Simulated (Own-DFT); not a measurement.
# Strain and stress in 4H SiC, 32 atoms (C16Si16)

All numbers below are calculated, not measured. The program, named Own-DFT, is a retired in-house plane-wave density functional code that no person has reviewed. Each row is one single-point run on a periodic cell that was not relaxed, without spin or spin-orbit coupling.

Settings of every run: PBE; PseudoDojo norm-conserving scalar-relativistic files; cutoff 42 hartree; 5 x 5 x 3 k mesh centred on Gamma; Fermi-Dirac smearing of 0.1 eV.

Known limits: forces on such cells passed a denser k mesh, each cell not checked; stress not checked against mesh or cutoff.

Unstrained cell vectors in Å: (6.165, 0.000, 0.000); (-3.083, 5.339, 0.000); (0.000, 0.000, 10.068). The unstrained cell has measured lattice constants (interpolated for alloys), not those of this functional. That, the random moves and any unrelaxed bonds set the pressure at no strain. Each run strains this cell uniformly, with the atoms carried along. Every atom was also moved at random, by a Gaussian of width 0.05 Å on each axis. Strain is the symmetric tensor, in per cent. Stress is positive in tension, and the pressure is minus a third of its trace.

```
run,e_xx (%),e_yy (%),e_zz (%),e_yz (%),e_xz (%),e_xy (%),s_xx (GPa),s_yy (GPa),s_zz (GPa),s_yz (GPa),s_xz (GPa),s_xy (GPa),P (GPa),E (meV/atom)
1,-0.97,1.22,-1.91,-1.49,-0.62,1.85,-12.79,0.73,-18.40,-3.87,-1.65,11.32,10.15,61.5
2,1.03,-1.70,-1.02,0.21,-0.01,-1.19,-2.30,-12.64,-12.08,-0.30,-1.36,-7.88,9.01,34.4
3,1.85,-0.21,0.10,0.67,-1.10,-1.85,4.70,-3.51,-5.50,2.34,-4.02,-7.47,1.43,41.1
4,1.35,-0.33,1.78,0.56,-1.47,-1.19,3.41,-4.02,2.53,1.06,-5.29,-5.13,-0.64,25.8
5,0.66,0.22,1.90,0.72,0.27,-1.54,-1.52,-0.70,5.84,1.59,1.23,-5.88,-1.21,0.0
6,0.80,-1.97,-1.51,-1.86,-0.71,-1.35,-4.04,-19.20,-12.73,-8.24,-3.56,-8.03,11.99,49.8
7,0.22,-0.36,1.20,-1.43,1.80,1.20,-5.00,-4.92,-0.64,-3.64,5.29,6.70,3.52,45.3
8,0.84,0.09,-1.76,-1.17,-0.74,1.63,1.63,-3.78,-20.71,-3.22,-3.54,6.03,7.62,48.8
9,-0.31,-0.18,0.37,1.65,-1.66,-1.81,-6.72,-6.31,-4.13,6.48,-4.99,-9.31,5.72,42.1
10,-0.98,-1.79,-0.56,0.32,0.53,0.69,-12.53,-15.99,-12.25,2.32,0.16,2.95,13.59,52.7
11,-1.71,1.29,0.96,-1.10,-0.90,-1.20,-12.87,0.03,-1.04,-4.34,-5.06,-2.99,4.62,44.0
12,-1.17,-1.02,1.73,-0.51,1.55,0.50,-7.25,-15.79,1.88,-3.64,4.36,0.25,7.05,62.8
13,-0.91,1.22,-0.93,-0.85,-0.56,-1.66,-9.34,1.37,-13.66,-2.47,-1.04,-8.50,7.21,53.7
14,1.04,-1.14,-0.23,0.66,1.56,-0.70,-0.95,-15.78,-5.20,3.97,4.10,-3.75,7.31,67.9
15,1.12,1.13,-1.86,-0.86,1.12,0.32,2.47,1.63,-21.81,-4.51,3.53,1.31,5.90,58.2
16,-0.18,0.96,-1.13,-0.69,1.15,-1.64,?,?,?,?,?,?,?,?
```

E is the free energy for each atom above the lowest run shown.

## Worked fit

Each stress component was fitted by least squares to a constant and the strains of the runs shown, as fractions, with shears doubled. Shear strains stay in the fit of a normal stress only where such slopes are resolved. The slopes, in GPa:

| stress | at no strain | per e_xx | per e_yy | per e_zz | scatter |
|---|---|---|---|---|---|
| s_xx | -5.0 | 539 ± 48 | 81 ± 47 | 64 ± 37 | 1.89 |
| s_yy | -5.3 | 147 ± 57 | 649 ± 55 | 44 ± 43 | 2.23 |
| s_zz | -7.3 | 18 ± 53 | -63 ± 52 | 616 ± 41 | 2.09 |

Each shear stress against twice its own strain: yz 207 ± 22, xz 167 ± 13, xy 245 ± 21 GPa. These are stiffnesses along x, y and z of the frame in which the cell vectors are given, which need not be the crystal's axes. The atoms are held to the strained lattice; where symmetry lets them move under strain, relaxing them would lower some slopes. The table should be nearly symmetric about its diagonal, and what it lacks of that shows the noise. A ninth of its sum, 233 ± 7 GPa, estimates the bulk modulus near the mean pressure of these runs, 6.2 GPa, so it lies above the value at zero pressure.

## Withheld run

Question: what normal stresses and pressure should run 16 give?

The fit gives s_xx = -5.9, s_yy = 0.2, s_zz = -14.9 and P = 6.9 GPa. The calculation gave -4.70, -0.07, -12.92 and P = 5.90 GPa.
